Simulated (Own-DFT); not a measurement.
# Strain and stress in wurtzite AlN, 72 atoms (Al36N36)

These are calculations, not measurements. The program, named Own-DFT, is a retired in-house plane-wave density functional code that no person has reviewed. Each row is one single-point run on a periodic cell that was not relaxed, without spin or spin-orbit coupling.

Settings of every run: PBE; PseudoDojo norm-conserving scalar-relativistic files; cutoff 42 hartree; 3 x 3 x 2 k mesh centred on Gamma; Fermi-Dirac smearing of 0.1 eV.

Known limits: forces on such cells moved up to 12 meV/angstrom on a denser k mesh; stress not checked against mesh or cutoff.

Unstrained cell vectors in Å: (9.336, 0.000, 0.000); (-4.668, 8.085, 0.000); (0.000, 0.000, 9.964). The unstrained cell has measured lattice constants (interpolated for alloys), not those of this functional. That, the random moves and any unrelaxed bonds set the pressure at no strain. Each run strains this cell uniformly, with the atoms carried along. Every atom was also moved at random, by a Gaussian of width 0.05 Å on each axis. Strain is the symmetric tensor, in per cent. Stress is positive in tension, and the pressure is minus a third of its trace.

```
run,e_xx (%),e_yy (%),e_zz (%),e_yz (%),e_xz (%),e_xy (%),s_xx (GPa),s_yy (GPa),s_zz (GPa),s_yz (GPa),s_xz (GPa),s_xy (GPa),P (GPa),E (meV/atom)
1,-1.08,1.54,-1.63,1.81,0.37,0.45,-9.47,-0.32,-14.62,3.44,0.53,1.52,8.14,23.2
2,1.29,-1.84,1.16,-1.80,0.73,-0.47,-4.26,-13.18,2.00,-4.62,1.91,-2.96,5.15,25.0
3,1.73,1.27,0.27,1.16,-1.39,0.54,2.30,0.92,-0.82,2.33,-3.87,3.01,-0.80,13.8
4,-0.54,0.06,-1.34,1.73,0.61,1.88,-12.09,-4.52,-15.22,4.26,2.10,7.88,10.61,51.4
5,1.21,1.54,0.46,1.90,-1.01,-1.85,0.44,2.78,-3.43,5.15,-3.13,-5.61,0.07,26.0
6,0.84,1.70,-1.08,-1.92,0.09,1.44,-1.65,2.05,-9.40,-4.96,0.33,4.76,3.00,29.0
7,0.41,-1.84,0.39,0.71,-1.51,1.06,-7.62,-14.00,-4.16,2.25,-5.54,3.15,8.59,37.8
8,1.19,-1.09,0.98,-1.78,1.73,0.65,-2.45,-6.99,-2.39,-4.48,5.13,4.42,3.94,22.4
9,0.30,-0.44,0.64,0.01,-0.67,-1.85,-3.80,-7.27,-3.88,0.36,-2.20,-6.38,4.98,13.9
10,1.37,1.83,1.05,-1.00,0.44,0.81,3.08,3.33,2.97,-2.00,0.94,1.92,-3.13,0.4
11,1.21,-0.81,-1.07,0.65,1.58,1.28,0.58,-13.00,-9.94,2.63,4.29,3.79,7.45,32.4
12,1.41,0.64,-1.25,-0.36,0.57,0.29,-0.95,-2.07,-8.77,-1.07,2.48,0.62,3.93,13.1
13,1.54,-1.02,1.87,0.30,-0.51,-0.80,1.19,-5.40,2.06,0.65,-1.44,-2.37,0.72,0.1
14,0.24,-1.95,1.57,0.40,0.61,-1.03,-5.78,-15.76,0.46,1.73,1.92,-4.85,7.02,31.0
15,-0.45,-1.15,0.88,-1.11,-1.54,-1.72,-12.03,-9.59,-1.37,-2.66,-3.82,-7.48,7.66,22.8
16,-1.76,0.67,-0.62,0.49,0.17,-1.53,-14.56,-5.77,-9.10,1.65,0.50,-7.78,9.81,29.5
17,0.12,0.41,1.92,-1.39,0.35,1.36,-2.48,-2.92,3.32,-3.17,1.06,6.26,0.69,0.0
18,1.96,0.99,-0.70,-1.73,-1.84,-0.91,?,?,?,?,?,?,?,?
```

E is the free energy for each atom above the lowest run shown.

## Worked fit

Each stress component was fitted by least squares to a constant and the strains of the runs shown, as fractions, with shears doubled. Shear strains stay in the fit of a normal stress only where such slopes are resolved. The slopes, in GPa:

```
stress  at no strain  per e_xx  per e_yy  per e_zz  scatter
  s_xx          -6.7  464 ± 45  137 ± 36   75 ± 43     1.72
  s_yy          -5.8   70 ± 47  468 ± 37   84 ± 45     1.79
  s_zz          -6.0  111 ± 41   54 ± 32  473 ± 39     1.55
```

Each shear stress against twice its own strain: yz 127 ± 6, xz 148 ± 8, xy 198 ± 14 GPa. These are stiffnesses along x, y and z of the frame in which the cell vectors are given, which need not be the crystal's axes. The atoms are held to the strained lattice; where symmetry lets them move under strain, relaxing them would lower some slopes. The table should be nearly symmetric about its diagonal, and what it lacks of that shows the noise. A ninth of its sum, 215 ± 5 GPa, estimates the bulk modulus near the mean pressure of these runs, 4.6 GPa, so it lies above the value at zero pressure.

## Withheld run

Question: what normal stresses and pressure should run 18 give?

The fit gives s_xx = 3.2, s_yy = -0.4, s_zz = -6.6 and P = 1.3 GPa. The calculation gave 3.77, -0.75, -6.98 and P = 1.32 GPa.
